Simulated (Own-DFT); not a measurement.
# Strain and stress in wurtzite GaN, 96 atoms (Ga48N48)

These are calculations, not measurements. The program, named Own-DFT, is a retired in-house plane-wave density functional code that no person has reviewed. Each row is one single-point run on a periodic cell that was not relaxed, without spin or spin-orbit coupling.

Settings of every run: PBE; PseudoDojo norm-conserving scalar-relativistic files (stringent for Ga); cutoff 96 hartree; 3 x 4 x 3 k mesh centred on Gamma; Gaussian smearing of 0.01 eV.

Known limits: forces on such cells passed a denser k mesh, each cell not checked; stress not checked against mesh or cutoff.

Unstrained cell vectors in Å: (12.756, 0.000, 0.000); (-4.783, 8.285, 0.000); (0.000, 0.000, 10.370). The unstrained cell has measured lattice constants (interpolated for alloys), not those of this functional. That, the random moves and any unrelaxed bonds set the pressure at no strain. Each run strains this cell uniformly, with the atoms carried along. Every atom was also moved at random, by a Gaussian of width 0.05 Å on each axis. Strain is the symmetric tensor, in per cent. Stress is positive in tension, and the pressure is minus a third of its trace.

```
run,e_xx (%),e_yy (%),e_zz (%),e_yz (%),e_xz (%),e_xy (%),s_xx (GPa),s_yy (GPa),s_zz (GPa),s_yz (GPa),s_xz (GPa),s_xy (GPa),P (GPa),E (meV/atom)
1,-0.15,1.20,0.71,1.33,1.64,0.37,-6.09,-2.27,-4.07,2.28,3.59,0.04,4.14,23.2
2,-1.90,-0.30,-1.80,1.08,-0.70,-0.08,-18.95,-11.55,-17.24,1.88,-1.49,-0.67,15.91,46.6
3,-1.67,-0.16,-0.99,-1.93,-0.15,0.04,-14.96,-11.09,-13.31,-4.92,-0.68,-0.35,13.12,31.1
4,1.06,-0.59,0.05,1.92,1.14,1.99,-3.61,-8.81,-8.41,4.19,1.93,6.14,6.94,37.4
5,-1.09,0.41,1.21,0.14,0.57,-1.95,-9.94,-6.08,-2.59,-0.07,0.92,-6.20,6.20,10.2
6,0.18,-0.32,-1.18,1.45,0.68,-0.31,-7.34,-9.05,-13.10,3.64,1.62,-0.10,9.83,20.4
7,-0.66,-1.75,1.75,0.38,-1.68,-1.96,-11.21,-14.26,-1.05,0.86,-3.93,-6.15,8.84,23.2
8,-1.00,0.86,-0.21,0.66,-0.95,1.78,-11.07,-4.64,-8.29,1.53,-2.38,6.02,8.00,21.0
9,1.61,-0.09,0.50,0.13,-1.89,-1.42,0.10,-7.82,-3.48,0.03,-3.92,-4.24,3.73,15.8
10,1.96,-0.33,0.62,-1.32,-0.61,-0.23,0.83,-5.55,-3.49,-2.44,-1.84,-0.73,2.73,0.0
11,0.32,1.45,0.75,1.68,-1.93,-1.54,-3.69,-0.08,-3.50,2.98,-3.87,-4.87,2.42,11.1
12,0.92,0.74,0.18,-1.90,-0.71,-0.20,-3.14,-2.05,-4.80,-3.22,-0.80,1.02,3.33,0.2
13,1.60,1.95,1.52,-1.38,1.35,-1.84,2.66,2.25,0.68,-3.11,2.34,-4.14,-1.87,6.8
14,-0.08,0.57,1.75,0.01,-0.40,0.90,-5.51,-3.56,0.61,0.48,-0.82,2.34,2.82,0.6
15,-0.16,-0.89,0.87,-0.21,0.38,-1.87,-8.50,-10.36,-4.22,0.18,1.62,-6.10,7.69,15.3
16,1.43,-0.97,-0.29,-0.51,0.48,0.05,?,?,?,?,?,?,?,?
```

E is the free energy for each atom above the lowest run shown.

## Worked fit

Each stress component was fitted by least squares to a constant and the strains of the runs shown, as fractions, with shears doubled. Shear strains stay in the fit of a normal stress only where such slopes are resolved. The slopes, in GPa:

```
stress,at no strain,per e_xx,per e_yy,per e_zz,scatter
s_xx,-7.5,428 ± 15,117 ± 18,93 ± 17,0.63
s_yy,-7.4,95 ± 21,414 ± 25,62 ± 24,0.88
s_zz,-7.6,65 ± 16,54 ± 18,451 ± 18,0.65
```

Each shear stress against twice its own strain: yz 103 ± 6, xz 105 ± 6, xy 151 ± 9 GPa. These are stiffnesses along x, y and z of the frame in which the cell vectors are given, which need not be the crystal's axes. The atoms are held to the strained lattice; where symmetry lets them move under strain, relaxing them would lower some slopes. The table should be nearly symmetric about its diagonal, and what it lacks of that shows the noise. A ninth of its sum, 198 ± 4 GPa, estimates the bulk modulus near the mean pressure of these runs, 6.3 GPa, so it lies above the value at zero pressure.

## Withheld run

Question: what normal stresses and pressure should run 16 give?

The fit gives s_xx = -2.8, s_yy = -10.2, s_zz = -8.5 and P = 7.2 GPa. The calculation gave -1.78, -9.90, -7.82 and P = 6.50 GPa.
